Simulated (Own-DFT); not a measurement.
## Calculated data, Hf$_{36}$O$_{71}$ (tetragonal hafnia with one neutral oxygen vacancy, atoms displaced)

All values are calculated (Own-DFT development build). A calculation, not a measurement: plane-wave PBE and HSE06 DFT by an unreviewed code, no spin, of a simulated cell at Gamma alone, so results move with cell size and shape, stress positive in tension, energies less offsets, not probed for a lower state with spin; hafnium file: forces about 75 meV/angstrom off all-electron values; oxygen file: force components 24 meV/angstrom off all-electron in a glass; k mesh not checked against a denser one; forces and stress are PBE's, HSE06 gives the energy alone, and its difference from PBE has offsets of its own; offsets are fitted by least squares, one for each functional and potential file, so energies compare only between cells with the same atoms and settings and are not formation energies; the far tail of each file's local potential was reset to the Coulomb form; each entry is a single point on an unrelaxed cell, so the pressure reflects the starting lattice, taken from the Materials Project, from which strain is counted, and rises with the displacements; printed positions are rounded, which can move forces by about a meV/angstrom; the program is a retired in-house code; no spin-orbit coupling.

Hf$_{36}$O$_{71}$ (tetragonal hafnia with one neutral oxygen vacancy, atoms displaced)

```
CELL_PARAMETERS angstrom
10.78000 0.00000 0.00000
0.00000 10.78000 0.00000
0.00000 0.00000 10.44930
ATOMIC_POSITIONS crystal
Hf 0.00248 0.99559 0.00020
Hf 0.16256 0.16429 0.24444
O 0.00218 0.16990 0.15064
O 0.16603 0.00171 0.34708
O 0.00100 0.16166 0.40813
O 0.16601 0.00112 0.09620
Hf 0.00431 0.99304 0.49816
Hf 0.16062 0.16441 0.75761
O 0.99783 0.17030 0.65130
O 0.17008 0.00332 0.84736
O 0.99538 0.16821 0.90073
O 0.16506 0.00086 0.60284
Hf 0.99410 0.33369 0.00231
Hf 0.16529 0.49898 0.25211
O 0.00142 0.49611 0.14987
O 0.16716 0.33340 0.34998
O 0.98942 0.50661 0.40455
O 0.16884 0.33069 0.10022
Hf 0.00058 0.33670 0.49773
Hf 0.16753 0.50336 0.74918
O 0.00088 0.49694 0.65162
O 0.16173 0.33505 0.84955
O 0.00809 0.49753 0.89490
O 0.16643 0.33707 0.60162
Hf 0.00193 0.66998 0.99977
Hf 0.16759 0.83012 0.24906
O 0.99722 0.83468 0.15793
O 0.16788 0.66690 0.34334
O 0.99777 0.82997 0.40328
Hf 0.00372 0.66453 0.49327
Hf 0.17205 0.82856 0.74092
O 0.99710 0.83165 0.65240
O 0.16680 0.67139 0.84892
O 0.00293 0.83302 0.90577
O 0.17178 0.66848 0.60095
Hf 0.33664 0.99458 0.99096
Hf 0.50596 0.16712 0.24882
O 0.33122 0.16435 0.15628
O 0.49591 0.00419 0.35316
O 0.33854 0.16078 0.40161
O 0.49437 0.99703 0.10142
Hf 0.33820 0.99613 0.49870
Hf 0.49866 0.16918 0.74703
O 0.33785 0.16679 0.66623
O 0.49563 0.00338 0.84773
O 0.32613 0.16689 0.90261
O 0.50350 0.99250 0.60658
Hf 0.33143 0.33371 0.99994
Hf 0.51317 0.50095 0.25506
O 0.33942 0.49890 0.16016
O 0.49490 0.33388 0.34995
O 0.33686 0.50524 0.39461
O 0.50586 0.33767 0.10263
Hf 0.32723 0.33753 0.49510
Hf 0.51204 0.50055 0.74407
O 0.33534 0.50503 0.65065
O 0.50140 0.33718 0.84034
O 0.33501 0.50004 0.90101
O 0.50839 0.34009 0.58872
Hf 0.34010 0.66655 0.99099
Hf 0.50740 0.83378 0.24667
O 0.33573 0.83494 0.15397
O 0.49839 0.66889 0.35249
O 0.33724 0.83747 0.39832
O 0.49978 0.66600 0.09403
Hf 0.32952 0.67060 0.49674
Hf 0.50122 0.84198 0.74354
O 0.33412 0.82968 0.65266
O 0.49598 0.66607 0.85217
O 0.33287 0.83091 0.90421
O 0.50615 0.67205 0.60107
Hf 0.66442 0.00106 0.00002
Hf 0.83319 0.16866 0.25800
O 0.67462 0.17117 0.15982
O 0.82484 0.99580 0.34614
O 0.66942 0.16161 0.40771
O 0.83621 0.99917 0.09778
Hf 0.66174 0.00050 0.50265
Hf 0.83029 0.16262 0.75125
O 0.66403 0.16468 0.64378
O 0.83397 0.00164 0.83799
O 0.66065 0.16053 0.89484
O 0.83150 0.00283 0.59903
Hf 0.67679 0.33631 0.00054
Hf 0.83587 0.50023 0.25170
O 0.67347 0.50378 0.15586
O 0.83413 0.33080 0.35077
O 0.66327 0.49820 0.40461
O 0.83311 0.32933 0.10325
Hf 0.66720 0.32931 0.50561
Hf 0.83616 0.50574 0.75116
O 0.66595 0.50618 0.65068
O 0.82968 0.33993 0.84926
O 0.67087 0.49558 0.90388
O 0.83059 0.33115 0.60108
Hf 0.67285 0.66825 0.00401
Hf 0.83921 0.83373 0.25162
O 0.67294 0.83688 0.15624
O 0.83188 0.65905 0.35165
O 0.66966 0.82834 0.39368
O 0.83087 0.66696 0.09945
Hf 0.67197 0.66547 0.50144
Hf 0.81928 0.84040 0.75274
O 0.66813 0.82757 0.65341
O 0.82792 0.66678 0.84297
O 0.66359 0.83202 0.89930
O 0.82613 0.66786 0.60367
```

- first functional: PBE
- second functional: HSE06
- exact exchange share: 0.25
- screening: 0.11 1/bohr
- exchange divergence: Gygi-Baldereschi
- potential files: PseudoDojo norm-conserving, scalar-relativistic, made for PBE, standard set
- wave cutoff: 48 hartree
- occupations: fixed
- k mesh: 1 x 1 x 1 centred on Gamma
- PBE energy of cell above offsets: -98.058 eV
- HSE06 less PBE above offsets: -0.003 eV
- PBE pressure: 1.72 GPa
- PBE stress xx: -1.55 GPa
- PBE stress yy: -1.65 GPa
- PBE stress zz: -1.96 GPa
- PBE stress yz: 0.07 GPa
- PBE stress xz: -0.12 GPa
- PBE stress xy: -0.01 GPa

Force:
```csv
element,x (eV/Å),y (eV/Å),z (eV/Å)
Hf,0.29,0.933,0.044
Hf,1.361,0.004,0.354
O,-1.151,-0.008,0.192
O,-0.365,-0.965,0.218
O,-0.3,0.713,-0.621
O,-0.018,-0.275,-0.041
Hf,-0.444,1.056,1.326
Hf,0.36,1.156,-0.812
O,-0.026,-0.079,0.532
O,-0.321,-1.682,0.262
O,-0.101,-0.568,0.36
O,0.728,-0.325,-0.838
Hf,1.778,-0.042,-0.771
Hf,2.213,-0.503,-1.561
O,-0.332,0.459,0.172
O,-0.383,0.045,0.407
O,1.024,-1.741,-0.896
O,-0.647,0.354,-0.187
Hf,-0.405,-1.392,1.541
Hf,0.515,-1.151,0.618
O,-0.031,0.567,-0.602
O,0.438,-0.131,-0.073
O,-0.916,1.254,1.158
O,0.14,-0.011,-0.855
Hf,0.797,-0.729,-0.226
Hf,1.057,1.337,-0.926
O,1.403,-0.485,-0.939
O,-0.424,-0.135,0.658
O,0.142,-0.157,-0.61
Hf,-1.39,1.176,2.525
Hf,-2.003,1.132,1.134
O,0.267,0.004,0.181
O,-0.092,-0.52,0.178
O,-0.4,-0.073,0.147
O,-1.308,0.077,-0.668
Hf,-1.166,1.343,1.283
Hf,-1.907,0.851,0.489
O,0.935,0.312,-0.213
O,0.93,-0.996,-0.152
O,-0.498,1.001,1.275
O,1.898,0.32,-0.492
Hf,-0.745,1.382,-0.221
Hf,0.743,0.871,0.932
O,-1.361,0.025,-1.76
O,-0.045,-0.461,0.48
O,0.582,0.274,0.756
O,-0.811,0.009,-0.566
Hf,0.466,0.247,0.413
Hf,-2.078,-0.194,0.132
O,-1.262,0.295,-0.586
O,0.45,-0.575,-0.571
O,-0.934,-0.419,1.504
O,0.172,-0.516,-1.047
Hf,1.188,-0.138,0.01
Hf,-2.536,0.809,0.882
O,0.222,-0.268,-0.25
O,0.03,-0.777,0.312
O,-0.678,-0.336,0.285
O,-2.384,-0.186,1.198
Hf,-0.228,-1.097,1.112
Hf,-0.798,-0.346,1.03
O,-0.641,-0.528,-0.147
O,0.16,0.146,-0.894
O,-0.689,-0.647,0.541
O,1.301,0.409,0.692
Hf,2.757,-1.066,0.095
Hf,-0.031,-2.26,1.044
O,0.418,0.378,-0.766
O,0.38,0.3,-0.892
O,0.046,0.535,-1.18
O,-1.076,0.097,-0.56
Hf,0.161,-0.218,0.621
Hf,0.979,-1.144,-0.184
O,-1.016,-0.696,-1.045
O,0.784,0.556,0.135
O,-0.13,0.828,-0.913
O,-0.469,0.02,-0.837
Hf,1.494,-0.65,-0.988
Hf,0.693,1.876,-1.515
O,-0.11,-0.099,0.862
O,-0.223,-0.337,2.032
O,0.757,0.79,1.159
O,-0.054,-0.353,-0.465
Hf,-1.828,-0.732,-0.376
Hf,-0.053,-0.293,0.283
O,0.171,-0.101,-0.74
O,0.336,0.837,0.046
O,0.247,-0.222,-0.265
O,0.302,0.393,-0.021
Hf,0.815,0.143,-1.127
Hf,-0.094,-0.591,-0.732
O,1.802,-0.433,-0.165
O,0.142,-1.269,0.495
O,-0.256,1.421,0.224
O,0.6,0.389,-0.237
Hf,-1.627,-0.674,-0.964
Hf,-1.779,-0.171,0.876
O,-0.453,-0.12,-1.369
O,0.335,1.252,-0.328
O,-0.392,0.685,1.335
O,1.605,0.014,0.026
Hf,-1.235,0.08,-0.548
Hf,2.595,-1.783,-1.065
O,-0.974,0.95,-0.77
O,0.096,0.762,1.263
O,0.285,1.103,0.461
O,2.229,-0.309,-0.71
```
